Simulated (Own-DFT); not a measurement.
SiC (4H silicon carbide, strained, atoms displaced) (calculated)

Computed with Own-DFT development build. A calculation, not a measurement: plane-wave PBE density functional theory by an unreviewed code, no spin, of a simulated periodic cell, stress positive in tension, free energy of the whole cell less one offset for each atom, forces on such cells passed a denser k mesh, this cell's mesh not checked; offsets are fitted by least squares, one for each functional and potential file, so energies compare only between cells with the same atoms and settings and are not formation energies; the far tail of each file's local potential was reset to the Coulomb form; each entry is a single point on an unrelaxed cell, so the pressure reflects the starting lattice, mostly measured values (interpolated for alloys), from which strain is counted, and rises with the displacements; printed positions are rounded, which can move forces by about a meV/angstrom; the program, named Own-DFT, is a retired in-house code; no spin-orbit coupling; before rounding, a Quantum ESPRESSO 7.3.1 run of the same cell and cutoff gave forces within 1 meV/angstrom rms on each cell, which checks the program and not the settings.

Settings shared by all entries: functional PBE; potential files PseudoDojo norm-conserving, scalar-relativistic, standard set; wave cutoff 42 hartree; occupations Fermi-Dirac; smearing width 0.1 eV; k mesh 5 x 5 x 3 centred on Gamma.

(1) 
```cif
# cell vector a (Å): 6.2104 0.0931 -0.0223
# cell vector b (Å): -3.0246 5.3893 0.0590
# cell vector c (Å): -0.0365 0.0902 9.9679
data_SiC
_symmetry_space_group_name_H-M 'P 1'
_symmetry_Int_Tables_number 1
_cell_length_a 6.2111
_cell_length_b 6.1803
_cell_length_c 9.9684
_cell_angle_alpha 88.898
_cell_angle_beta 90.408
_cell_angle_gamma 118.444
_cell_volume 336.40
loop_
_atom_site_label
_atom_site_type_symbol
_atom_site_fract_x
_atom_site_fract_y
_atom_site_fract_z
_atom_site_occupancy
Si1 Si 0.99388 0.00110 0.40374 1
Si2 Si 0.14581 0.31650 0.16338 1
C1 C 0.99063 0.97857 0.09162 1
C2 C 0.16845 0.33124 0.34795 1
Si3 Si 0.99951 0.49910 0.41532 1
Si4 Si 0.18607 0.82698 0.16130 1
C3 C 0.02599 0.50953 0.09822 1
C4 C 0.15312 0.82862 0.35568 1
Si5 Si 0.49316 0.00568 0.40102 1
Si6 Si 0.67652 0.33716 0.15781 1
C5 C 0.49664 0.98655 0.09711 1
C6 C 0.67992 0.33555 0.33598 1
Si7 Si 0.50916 0.49878 0.41027 1
Si8 Si 0.65443 0.83330 0.15602 1
C7 C 0.49062 0.48777 0.09633 1
C8 C 0.66391 0.83887 0.34533 1
Si9 Si 0.00053 0.01375 0.91280 1
Si10 Si 0.82963 0.66372 0.65621 1
C9 C 0.01919 0.02262 0.59671 1
C10 C 0.83288 0.66695 0.83989 1
Si11 Si 0.98520 0.50517 0.90536 1
Si12 Si 0.83451 0.16998 0.65793 1
C11 C 0.98506 0.50997 0.59889 1
C12 C 0.83000 0.16657 0.84733 1
Si13 Si 0.49427 0.00167 0.91125 1
Si14 Si 0.32782 0.67020 0.65701 1
C13 C 0.50747 0.99350 0.58527 1
C14 C 0.32346 0.66908 0.84365 1
Si15 Si 0.51384 0.49386 0.91043 1
Si16 Si 0.32969 0.15068 0.65594 1
C15 C 0.49027 0.49084 0.60164 1
C16 C 0.33216 0.17131 0.84205 1
_calc_free_energy_of_cell_above_offsets '-2.582'  # eV
_calc_pressure 1.63  # GPa
_calc_stress_xx -0.09  # GPa
_calc_stress_yy 6.09  # GPa
_calc_stress_zz -10.88  # GPa
_calc_stress_yz 3.36  # GPa
_calc_stress_xz -1.74  # GPa
_calc_stress_xy 6.99  # GPa
```

Force:
```
element  x (eV/Å)  y (eV/Å)  z (eV/Å)
     Si    -0.224     0.332     1.308
     Si     2.653    -0.173    -1.215
      C    -0.085      1.04     2.273
      C     0.031     0.492     0.565
     Si     0.166    -0.309    -1.238
     Si    -3.091     -0.03     0.505
      C    -2.825    -1.097    -1.119
      C     1.519     0.324     -1.81
     Si       0.7    -0.455     0.392
     Si    -0.119     0.211    -1.583
      C    -0.815      2.82     -0.44
      C    -0.852    -0.012     2.975
     Si    -0.903     0.141    -0.464
     Si     3.331    -2.258     0.497
      C     0.252     0.287     0.457
      C     0.119    -0.711    -0.077
     Si       1.1    -1.251    -1.995
     Si    -2.312     1.833     0.195
      C     -1.76    -2.516    -0.775
      C    -1.183     1.297     1.463
     Si     3.159    -0.386     0.494
     Si    -0.132    -0.081    -0.087
      C     2.817    -1.637    -0.652
      C    -1.194     0.543      0.36
     Si     0.203    -0.999    -1.565
     Si     0.437    -0.502      0.07
      C    -0.687     0.753     1.559
      C     0.764     0.018     0.855
     Si    -2.706     0.698    -1.182
     Si     0.827     1.639     0.105
      C     0.623     0.478    -1.221
      C     0.186    -0.489     1.348
```

(2) 
```cif
# cell vector a (Å): 6.2314 0.0941 0.0816
# cell vector b (Å): -3.0342 5.3876 0.0584
# cell vector c (Å): 0.1333 0.1871 10.0693
data_SiC
_symmetry_space_group_name_H-M 'P 1'
_symmetry_Int_Tables_number 1
_cell_length_a 6.2326
_cell_length_b 6.1835
_cell_length_c 10.0719
_cell_angle_alpha 88.904
_cell_angle_beta 88.476
_cell_angle_gamma 118.510
_cell_volume 340.75
loop_
_atom_site_label
_atom_site_type_symbol
_atom_site_fract_x
_atom_site_fract_y
_atom_site_fract_z
_atom_site_occupancy
Si1 Si 0.00515 0.02035 0.39899 1
Si2 Si 0.16279 0.33555 0.16171 1
C1 C 0.99899 0.00463 0.09050 1
C2 C 0.16523 0.32886 0.35060 1
Si3 Si 0.00265 0.51040 0.40691 1
Si4 Si 0.14553 0.83518 0.15705 1
C3 C 0.01527 0.51026 0.09300 1
C4 C 0.16257 0.83554 0.34553 1
Si5 Si 0.51439 0.00903 0.40105 1
Si6 Si 0.66626 0.33291 0.16050 1
C5 C 0.49498 0.99597 0.08610 1
C6 C 0.67187 0.33363 0.34273 1
Si7 Si 0.50935 0.50107 0.40471 1
Si8 Si 0.66874 0.82723 0.15159 1
C7 C 0.49707 0.49401 0.09675 1
C8 C 0.68536 0.84888 0.33611 1
Si9 Si 0.99768 0.99283 0.90929 1
Si10 Si 0.83509 0.66893 0.65945 1
C9 C 0.00419 0.00196 0.58667 1
C10 C 0.83650 0.67158 0.83837 1
Si11 Si 0.98720 0.49783 0.90223 1
Si12 Si 0.83889 0.17499 0.64600 1
C11 C 0.00622 0.51347 0.59665 1
C12 C 0.84026 0.18701 0.84219 1
Si13 Si 0.52500 0.01079 0.90992 1
Si14 Si 0.33353 0.67656 0.65740 1
C13 C 0.49830 0.99806 0.58733 1
C14 C 0.32698 0.66443 0.84002 1
Si15 Si 0.50030 0.50012 0.90475 1
Si16 Si 0.34359 0.15600 0.64081 1
C15 C 0.49705 0.48717 0.59514 1
C16 C 0.32742 0.17363 0.84105 1
_calc_free_energy_of_cell_above_offsets '-2.501'  # eV
_calc_pressure -0.88  # GPa
_calc_stress_xx 4.03  # GPa
_calc_stress_yy 3.58  # GPa
_calc_stress_zz -4.99  # GPa
_calc_stress_yz 6.47  # GPa
_calc_stress_xz 4.49  # GPa
_calc_stress_xy 6.63  # GPa
```

Force:
```
element  x (eV/Å)  y (eV/Å)  z (eV/Å)
     Si     0.705    -3.688     1.756
     Si     0.595     0.136    -1.007
      C     -0.76     0.181     0.813
      C     0.237     3.532    -1.481
     Si     0.172    -0.301       0.4
     Si     3.164    -0.256    -0.382
      C     -2.13    -0.664     0.065
      C     0.756     1.026    -0.773
     Si    -0.994    -1.579    -0.281
     Si     0.833    -0.544    -2.067
      C     0.189     0.397     3.167
      C     0.271     0.695     0.616
     Si    -0.801     0.804     0.618
     Si    -1.373     0.528    -0.137
      C     0.087     0.387    -0.257
      C    -0.697    -1.225     0.811
     Si     0.274     1.835    -2.189
     Si    -0.961      0.26    -2.061
      C    -0.324    -0.095     0.415
      C    -1.038     0.194      2.14
     Si     1.997     1.323     0.806
     Si     0.334    -0.232     1.602
      C     0.224    -0.642    -1.095
      C     0.904    -2.212    -0.681
     Si    -3.214    -0.849      -2.6
     Si     1.057     -1.72    -0.456
      C     2.561    -0.261    -0.581
      C     0.584     1.175       1.3
     Si    -0.928    -0.626    -0.616
     Si    -3.432      1.33     3.246
      C     0.085      2.04    -0.958
      C     1.623    -0.948    -0.134
```

(3) 
```cif
# cell vector a (Å): 6.1700 -0.0553 0.0152
# cell vector b (Å): -3.1329 5.4393 -0.0407
# cell vector c (Å): 0.0248 -0.0625 9.9534
data_SiC
_symmetry_space_group_name_H-M 'P 1'
_symmetry_Int_Tables_number 1
_cell_length_a 6.1703
_cell_length_b 6.2772
_cell_length_c 9.9536
_cell_angle_alpha 90.755
_cell_angle_beta 89.713
_cell_angle_gamma 120.455
_cell_volume 332.30
loop_
_atom_site_label
_atom_site_type_symbol
_atom_site_fract_x
_atom_site_fract_y
_atom_site_fract_z
_atom_site_occupancy
Si1 Si 0.99155 0.99888 0.40750 1
Si2 Si 0.16021 0.33378 0.15269 1
C1 C 0.98568 0.00575 0.08715 1
C2 C 0.17000 0.32883 0.33900 1
Si3 Si 0.00107 0.48404 0.40470 1
Si4 Si 0.16631 0.82718 0.17098 1
C3 C 0.97911 0.47751 0.08446 1
C4 C 0.15174 0.79993 0.34169 1
Si5 Si 0.50912 0.00832 0.41150 1
Si6 Si 0.65486 0.33093 0.15540 1
C5 C 0.49842 0.99851 0.08853 1
C6 C 0.65510 0.33855 0.34445 1
Si7 Si 0.49140 0.49974 0.39914 1
Si8 Si 0.66715 0.85274 0.15352 1
C7 C 0.49218 0.48499 0.09930 1
C8 C 0.66411 0.82612 0.33762 1
Si9 Si 0.00566 0.99696 0.90621 1
Si10 Si 0.82441 0.66244 0.65961 1
C9 C 0.99917 0.99389 0.59547 1
C10 C 0.80954 0.63693 0.85432 1
Si11 Si 0.01081 0.50752 0.90823 1
Si12 Si 0.83227 0.17151 0.65358 1
C11 C 0.99607 0.49282 0.58593 1
C12 C 0.83147 0.16243 0.84240 1
Si13 Si 0.48987 0.99539 0.90422 1
Si14 Si 0.33455 0.67305 0.65811 1
C13 C 0.49220 0.98263 0.59646 1
C14 C 0.33573 0.67913 0.84504 1
Si15 Si 0.50664 0.49967 0.90915 1
Si16 Si 0.32511 0.17462 0.65959 1
C15 C 0.50259 0.48120 0.59510 1
C16 C 0.31180 0.15962 0.84610 1
_calc_free_energy_of_cell_above_offsets '-1.841'  # eV
_calc_pressure 5.55  # GPa
_calc_stress_xx -4.17  # GPa
_calc_stress_yy 1.72  # GPa
_calc_stress_zz -14.21  # GPa
_calc_stress_yz 0.27  # GPa
_calc_stress_xz 1.74  # GPa
_calc_stress_xy -5.66  # GPa
```

Force:
```
element  x (eV/Å)  y (eV/Å)  z (eV/Å)
     Si     1.491    -1.134    -0.692
     Si    -0.199    -0.678    -0.729
      C     2.135    -0.544     2.029
      C     -1.31    -1.182     0.697
     Si    -1.519     0.349    -0.667
     Si    -0.963    -0.139     -5.53
      C     0.793     2.104     3.268
      C     0.093     2.772     3.502
     Si    -1.106    -1.376    -1.316
     Si     1.009    -0.733    -0.089
      C      -1.6    -0.042     1.522
      C     1.879    -1.437    -0.047
     Si     1.086     0.336     1.513
     Si      0.65    -2.315     -0.52
      C      -1.1     2.268    -1.209
      C    -0.791      1.38     1.542
     Si    -3.478    -1.386    -0.059
     Si     1.269    -0.405     -0.09
      C     -1.05     0.151    -0.297
      C     3.365     3.527    -2.597
     Si    -0.991    -1.988    -1.519
     Si     0.334    -0.934      0.85
      C     0.112     0.685      2.11
      C     0.078     0.417     0.038
     Si     0.618     1.825    -0.295
     Si     0.361    -2.288    -0.471
      C    -0.499     2.491    -0.339
      C     0.835    -1.629     -0.06
     Si    -3.658    -1.683     1.255
     Si     1.315    -2.152    -0.129
      C    -2.154     2.357    -1.036
      C     2.997     1.388    -0.632
```

(4) 
```cif
# cell vector a (Å): 6.2845 0.0495 0.1157
# cell vector b (Å): -3.0994 5.3423 -0.0665
# cell vector c (Å): 0.1889 -0.0163 10.2263
data_SiC
_symmetry_space_group_name_H-M 'P 1'
_symmetry_Int_Tables_number 1
_cell_length_a 6.2858
_cell_length_b 6.1766
_cell_length_c 10.2281
_cell_angle_alpha 91.227
_cell_angle_beta 87.888
_cell_angle_gamma 119.675
_cell_volume 344.79
loop_
_atom_site_label
_atom_site_type_symbol
_atom_site_fract_x
_atom_site_fract_y
_atom_site_fract_z
_atom_site_occupancy
Si1 Si 0.00513 0.99997 0.39968 1
Si2 Si 0.16028 0.33401 0.15334 1
C1 C 0.01004 0.99880 0.09839 1
C2 C 0.17539 0.32893 0.34005 1
Si3 Si 0.01325 0.51178 0.39394 1
Si4 Si 0.15978 0.83415 0.15371 1
C3 C 0.00419 0.49547 0.08914 1
C4 C 0.17427 0.84122 0.34722 1
Si5 Si 0.51240 0.01396 0.41442 1
Si6 Si 0.68290 0.33391 0.15104 1
C5 C 0.49533 0.99098 0.08287 1
C6 C 0.66381 0.32993 0.34146 1
Si7 Si 0.49424 0.50685 0.41219 1
Si8 Si 0.66605 0.83217 0.15627 1
C7 C 0.49441 0.50688 0.09111 1
C8 C 0.66886 0.83461 0.34519 1
Si9 Si 0.99033 0.98732 0.90669 1
Si10 Si 0.84522 0.65166 0.65798 1
C9 C 0.00178 0.00494 0.59292 1
C10 C 0.83855 0.67174 0.84979 1
Si11 Si 0.01575 0.51302 0.90605 1
Si12 Si 0.82484 0.18021 0.65388 1
C11 C 0.98603 0.48910 0.59547 1
C12 C 0.82069 0.17903 0.84403 1
Si13 Si 0.49173 0.00317 0.90729 1
Si14 Si 0.35273 0.68138 0.65719 1
C13 C 0.50482 0.98547 0.58573 1
C14 C 0.33417 0.66141 0.83364 1
Si15 Si 0.48046 0.50232 0.91537 1
Si16 Si 0.33508 0.16924 0.66408 1
C15 C 0.48745 0.50716 0.58990 1
C16 C 0.32927 0.16270 0.84476 1
_calc_free_energy_of_cell_above_offsets '-1.838'  # eV
_calc_pressure -2.28  # GPa
_calc_stress_xx 6.63  # GPa
_calc_stress_yy -0.89  # GPa
_calc_stress_zz 1.1  # GPa
_calc_stress_yz 0.6  # GPa
_calc_stress_xz 5.62  # GPa
_calc_stress_xy 4.22  # GPa
```

Force:
```
element  x (eV/Å)  y (eV/Å)  z (eV/Å)
     Si     -0.97     0.094     2.031
     Si     1.796     -0.12     0.884
      C    -2.198      0.15     -1.37
      C    -1.099     1.053    -0.154
     Si     -0.82     -1.72     2.029
     Si      2.27    -0.102     1.031
      C    -0.223     0.959     0.466
      C     0.975    -0.033    -1.387
     Si    -0.235      -1.1    -3.166
     Si    -2.634    -0.959     0.268
      C     0.102     0.606     2.565
      C     0.611     1.485    -0.069
     Si     1.129    -0.565    -1.914
     Si    -0.304     0.291     0.174
      C     0.895    -0.803     1.302
      C    -0.101     0.358    -0.473
     Si    -0.654     2.298    -0.155
     Si    -3.844     3.228     0.213
      C     0.366    -0.527     0.355
      C    -0.593    -1.805    -0.706
     Si    -1.584    -1.269    -1.046
     Si     2.286    -2.843     0.855
      C     2.627     1.624    -2.337
      C     1.362    -0.745     0.139
     Si     0.988    -0.018    -1.535
     Si     -1.89    -2.007     -0.72
      C    -1.483     2.738     2.792
      C    -0.342     1.266     2.373
     Si     2.478    -0.277    -2.471
     Si    -1.119      -0.2     -2.44
      C     2.961    -1.577     1.489
      C    -0.751     0.521     0.977
```

(5) 
```cif
# cell vector a (Å): 6.0809 0.0132 -0.0528
# cell vector b (Å): -3.0291 5.3636 0.0564
# cell vector c (Å): -0.0862 0.0566 10.1136
data_SiC
_symmetry_space_group_name_H-M 'P 1'
_symmetry_Int_Tables_number 1
_cell_length_a 6.0811
_cell_length_b 6.1601
_cell_length_c 10.1141
_cell_angle_alpha 88.956
_cell_angle_beta 90.985
_cell_angle_gamma 119.334
_cell_volume 330.23
loop_
_atom_site_label
_atom_site_type_symbol
_atom_site_fract_x
_atom_site_fract_y
_atom_site_fract_z
_atom_site_occupancy
Si1 Si 0.00397 0.99633 0.40545 1
Si2 Si 0.17113 0.33796 0.16013 1
C1 C 0.98566 0.99070 0.09143 1
C2 C 0.16100 0.34923 0.33810 1
Si3 Si 0.00312 0.49878 0.40148 1
Si4 Si 0.16957 0.83183 0.15824 1
C3 C 0.97996 0.48342 0.08841 1
C4 C 0.16684 0.82964 0.34871 1
Si5 Si 0.50736 0.99214 0.41290 1
Si6 Si 0.66615 0.33973 0.14876 1
C5 C 0.50441 0.98775 0.09463 1
C6 C 0.66021 0.31700 0.33778 1
Si7 Si 0.49752 0.50082 0.40494 1
Si8 Si 0.65057 0.83962 0.15266 1
C7 C 0.49915 0.50843 0.10078 1
C8 C 0.66800 0.84369 0.34383 1
Si9 Si 0.98853 0.99427 0.90626 1
Si10 Si 0.83793 0.67003 0.64962 1
C9 C 0.99977 0.99320 0.59485 1
C10 C 0.81403 0.65422 0.83543 1
Si11 Si 0.00516 0.51632 0.90782 1
Si12 Si 0.83260 0.16905 0.65516 1
C11 C 0.00500 0.50155 0.59257 1
C12 C 0.82860 0.17313 0.84596 1
Si13 Si 0.50865 0.00587 0.90845 1
Si14 Si 0.33630 0.66444 0.64768 1
C13 C 0.50165 0.99406 0.58923 1
C14 C 0.33131 0.65385 0.84866 1
Si15 Si 0.49679 0.50782 0.90601 1
Si16 Si 0.32418 0.14994 0.65554 1
C15 C 0.47757 0.48106 0.60410 1
C16 C 0.33122 0.16648 0.84575 1
_calc_free_energy_of_cell_above_offsets '-2.581'  # eV
_calc_pressure 6.32  # GPa
_calc_stress_xx -14.61  # GPa
_calc_stress_yy -1.4  # GPa
_calc_stress_zz -2.94  # GPa
_calc_stress_yz 3.06  # GPa
_calc_stress_xz -2.18  # GPa
_calc_stress_xy 2.95  # GPa
```

Force:
```
element  x (eV/Å)  y (eV/Å)  z (eV/Å)
     Si    -0.886     0.989    -0.231
     Si    -1.214    -1.322    -2.055
      C     1.095     0.828     0.976
      C     2.673    -2.198     1.225
     Si    -2.371     0.063     1.021
     Si    -1.152    -0.591    -0.488
      C      1.94     2.316     0.847
      C     0.367     0.435    -0.886
     Si    -1.614     1.136    -2.161
     Si    -0.413    -1.737     1.746
      C    -5.228      3.37    -1.711
      C     -0.52     1.367     1.076
     Si     0.535    -0.405      0.14
     Si     5.347     -2.08     2.573
      C    -0.144    -0.434    -1.697
      C     1.419    -1.671    -0.097
     Si     0.622       0.2    -0.576
     Si    -1.036    -1.881     1.007
      C    -1.011     0.647    -1.034
      C     1.272     1.923     1.042
     Si    -0.334    -1.678    -1.051
     Si     0.483    -0.006     0.849
      C    -0.751    -0.484    -0.884
      C     0.944      0.35    -0.822
     Si    -1.219    -1.245    -0.523
     Si    -0.657    -0.087      2.61
      C    -0.167     0.365     1.677
      C    -2.199     3.044    -1.802
     Si     1.421    -2.336     0.751
     Si     0.594     0.872     1.273
      C     2.414     0.868    -3.005
      C    -0.209     -0.62     0.209
```

(6) 
```cif
# cell vector a (Å): 6.1080 -0.0163 -0.1209
# cell vector b (Å): -3.0681 5.4178 0.0207
# cell vector c (Å): -0.1974 -0.0750 10.2314
data_SiC
_symmetry_space_group_name_H-M 'P 1'
_symmetry_Int_Tables_number 1
_cell_length_a 6.1092
_cell_length_b 6.2263
_cell_length_c 10.2336
_cell_angle_alpha 89.630
_cell_angle_beta 92.238
_cell_angle_gamma 119.674
_cell_volume 337.92
loop_
_atom_site_label
_atom_site_type_symbol
_atom_site_fract_x
_atom_site_fract_y
_atom_site_fract_z
_atom_site_occupancy
Si1 Si 0.00608 0.00309 0.40463 1
Si2 Si 0.16470 0.32384 0.15721 1
C1 C 0.99866 0.00452 0.09463 1
C2 C 0.16345 0.33860 0.34808 1
Si3 Si 0.00485 0.49326 0.40660 1
Si4 Si 0.16918 0.84291 0.15785 1
C3 C 0.00148 0.51450 0.09918 1
C4 C 0.15865 0.83008 0.34695 1
Si5 Si 0.50841 0.99482 0.40764 1
Si6 Si 0.67414 0.33619 0.15345 1
C5 C 0.50349 0.99245 0.10020 1
C6 C 0.65987 0.33083 0.34273 1
Si7 Si 0.50147 0.49989 0.41519 1
Si8 Si 0.67302 0.84398 0.16053 1
C7 C 0.52122 0.49795 0.09856 1
C8 C 0.65635 0.82508 0.34421 1
Si9 Si 0.00387 0.01386 0.91656 1
Si10 Si 0.84105 0.67041 0.65624 1
C9 C 0.00125 0.99680 0.59947 1
C10 C 0.84641 0.67339 0.84535 1
Si11 Si 0.99261 0.49185 0.91140 1
Si12 Si 0.81891 0.15724 0.65392 1
C11 C 0.00207 0.50099 0.58955 1
C12 C 0.82158 0.17072 0.84192 1
Si13 Si 0.50037 0.00882 0.90717 1
Si14 Si 0.33650 0.66285 0.64678 1
C13 C 0.50404 0.99873 0.59096 1
C14 C 0.33456 0.66079 0.84501 1
Si15 Si 0.50332 0.50334 0.90956 1
Si16 Si 0.32961 0.17607 0.65085 1
C15 C 0.49586 0.50486 0.58703 1
C16 C 0.32888 0.18048 0.84470 1
_calc_free_energy_of_cell_above_offsets '-3.244'  # eV
_calc_pressure 0.53  # GPa
_calc_stress_xx -7.59  # GPa
_calc_stress_yy 2.79  # GPa
_calc_stress_zz 3.2  # GPa
_calc_stress_yz -2.59  # GPa
_calc_stress_xz -5.79  # GPa
_calc_stress_xy 0.03  # GPa
```

Force:
```
element  x (eV/Å)  y (eV/Å)  z (eV/Å)
     Si    -0.843    -0.382     0.987
     Si     0.317     2.733     0.674
      C     0.125    -0.008     0.757
      C     1.578    -1.465    -0.971
     Si     -2.58     0.974    -0.227
     Si     0.676    -0.667      0.88
      C     1.572    -1.422     -0.88
      C     1.052     0.111    -0.486
     Si    -1.794     1.032    -0.793
     Si     0.686    -1.129     2.007
      C    -1.422     1.618    -1.587
      C      0.72    -0.346     0.596
     Si     0.473    -0.235    -3.632
     Si      0.65    -2.456     0.143
      C     -3.48     1.155        -1
      C     1.351     0.406     0.359
     Si    -0.219    -0.997    -3.036
     Si     0.099    -0.281      0.63
      C    -1.224     0.171    -1.606
      C    -1.159     0.231     0.229
     Si     0.761     1.531    -0.759
     Si     2.196      1.78     0.922
      C    -0.496    -0.854     0.524
      C     0.976     -0.39     0.672
     Si    -0.508    -1.481    -0.155
     Si    -1.101     0.824     2.506
      C    -1.963     -0.52    -0.036
      C    -0.859     1.005    -0.308
     Si     0.786     0.715    -0.086
     Si      1.29    -0.421      1.46
      C     1.511    -0.498     2.226
      C     0.828    -0.736    -0.007
```
